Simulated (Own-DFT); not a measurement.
# Strain and stress in wurtzite GaN, 72 atoms (Ga36N36)

These are calculations, not measurements. The program, named Own-DFT, is a retired in-house plane-wave density functional code that no person has reviewed. Each row is one single-point run on a periodic cell that was not relaxed, without spin or spin-orbit coupling.

Settings of every run: PBE; PseudoDojo norm-conserving scalar-relativistic files (stringent for Ga); cutoff 96 hartree; 4 x 4 x 3 k mesh centred on Gamma; Gaussian smearing of 0.01 eV.

Known limits: forces not confirmed at this smearing and k mesh; stress not checked against mesh or cutoff.

Unstrained cell vectors in Å: (9.567, 0.000, 0.000); (-4.783, 8.285, 0.000); (0.000, 0.000, 10.370). The unstrained cell has measured lattice constants (interpolated for alloys), not those of this functional. That, the random moves and any unrelaxed bonds set the pressure at no strain. Each run strains this cell uniformly, with the atoms carried along. Every atom was also moved at random, by a Gaussian of width 0.05 Å on each axis. Strain is the symmetric tensor, in per cent. Stress is positive in tension, and the pressure is minus a third of its trace.

```
run,e_xx (%),e_yy (%),e_zz (%),e_yz (%),e_xz (%),e_xy (%),s_xx (GPa),s_yy (GPa),s_zz (GPa),s_yz (GPa),s_xz (GPa),s_xy (GPa),P (GPa),E (meV/atom)
1,-0.79,1.24,0.77,-0.11,1.96,0.09,-8.54,-1.26,-4.27,-0.77,3.16,-0.01,4.69,2.0
2,-1.24,-1.30,1.35,0.90,-1.55,-0.32,-12.67,-13.42,-2.74,1.84,-3.54,0.09,9.61,7.5
3,-1.16,-0.49,-0.88,-1.51,-1.47,-1.70,-12.61,-11.35,-14.09,-3.59,-3.33,-5.19,12.68,26.8
4,0.32,-0.81,-0.02,1.91,-1.86,0.28,-6.10,-9.73,-9.11,3.76,-4.40,1.58,8.31,14.6
5,1.65,0.96,1.50,1.15,0.65,0.38,1.12,-1.86,1.24,3.21,1.07,0.95,-0.17,0.0
6,0.45,-1.56,-1.22,-1.29,0.74,1.69,-7.67,-16.23,-14.36,-3.20,1.31,4.18,12.75,39.9
7,-1.68,-1.87,-1.19,0.12,0.56,-1.56,-18.98,-18.66,-16.02,-0.34,0.83,-3.94,17.88,56.4
8,0.42,0.78,-1.45,-0.20,0.35,-1.83,-4.56,-4.58,-13.17,0.62,0.38,-5.29,7.44,4.3
9,-1.05,0.11,-1.88,-0.51,-0.13,-1.08,-11.56,-8.67,-18.35,-1.40,0.54,-2.98,12.86,14.5
10,-0.80,0.56,-1.27,0.69,0.44,-0.81,-11.02,-6.14,-13.48,1.01,1.50,-1.69,10.21,12.9
11,-1.62,0.13,-0.04,-0.70,-1.67,-1.80,-14.90,-7.88,-8.87,-1.57,-3.76,-6.30,10.55,20.9
12,0.87,-1.65,1.91,0.30,-1.45,-0.95,-3.24,-12.28,0.00,1.03,-2.15,-1.82,5.17,8.5
13,1.15,-0.13,0.52,-1.06,1.63,-0.73,-3.28,-6.05,-5.02,-1.36,3.37,-1.92,4.78,15.2
14,-1.04,-0.39,-0.04,1.76,1.81,-1.22,-11.83,-11.87,-10.20,4.89,3.29,-4.17,11.30,41.6
15,-1.20,1.98,-0.77,-1.07,-1.50,0.79,-10.55,-0.35,-11.14,-2.50,-2.30,2.79,7.34,13.0
16,1.82,0.21,-0.08,-0.79,0.17,-1.91,-0.33,-5.75,-5.17,-1.47,0.31,-5.78,3.75,5.3
17,1.57,-0.76,-1.70,1.87,-0.52,-0.50,?,?,?,?,?,?,?,?
```

E is the free energy for each atom above the lowest run shown.

## Worked fit

Each stress component was fitted by least squares to a constant and the strains of the runs shown, as fractions, with shears doubled. Shear strains stay in the fit of a normal stress only where such slopes are resolved. The slopes, in GPa:

| stress | at no strain | per e_xx | per e_yy | per e_zz | scatter |
|---|---|---|---|---|---|
| s_xx | -7.3 | 420 ± 23 | 112 ± 22 | 60 ± 23 | 0.96 |
| s_yy | -7.6 | 73 ± 21 | 457 ± 21 | 80 ± 22 | 0.89 |
| s_zz | -7.9 | 94 ± 18 | 80 ± 18 | 464 ± 19 | 0.76 |

Each shear stress against twice its own strain: yz 112 ± 7, xz 96 ± 6, xy 147 ± 8 GPa. These are stiffnesses along x, y and z of the frame in which the cell vectors are given, which need not be the crystal's axes. The atoms are held to the strained lattice; where symmetry lets them move under strain, relaxing them would lower some slopes. The table should be nearly symmetric about its diagonal, and what it lacks of that shows the noise. A ninth of its sum, 205 ± 5 GPa, estimates the bulk modulus near the mean pressure of these runs, 8.7 GPa, so it lies above the value at zero pressure.

## Withheld run

Question: what normal stresses and pressure should run 17 give?

The fit gives s_xx = -2.5, s_yy = -11.2, s_zz = -14.9 and P = 9.6 GPa. The calculation gave -3.06, -11.44, -13.78 and P = 9.43 GPa.
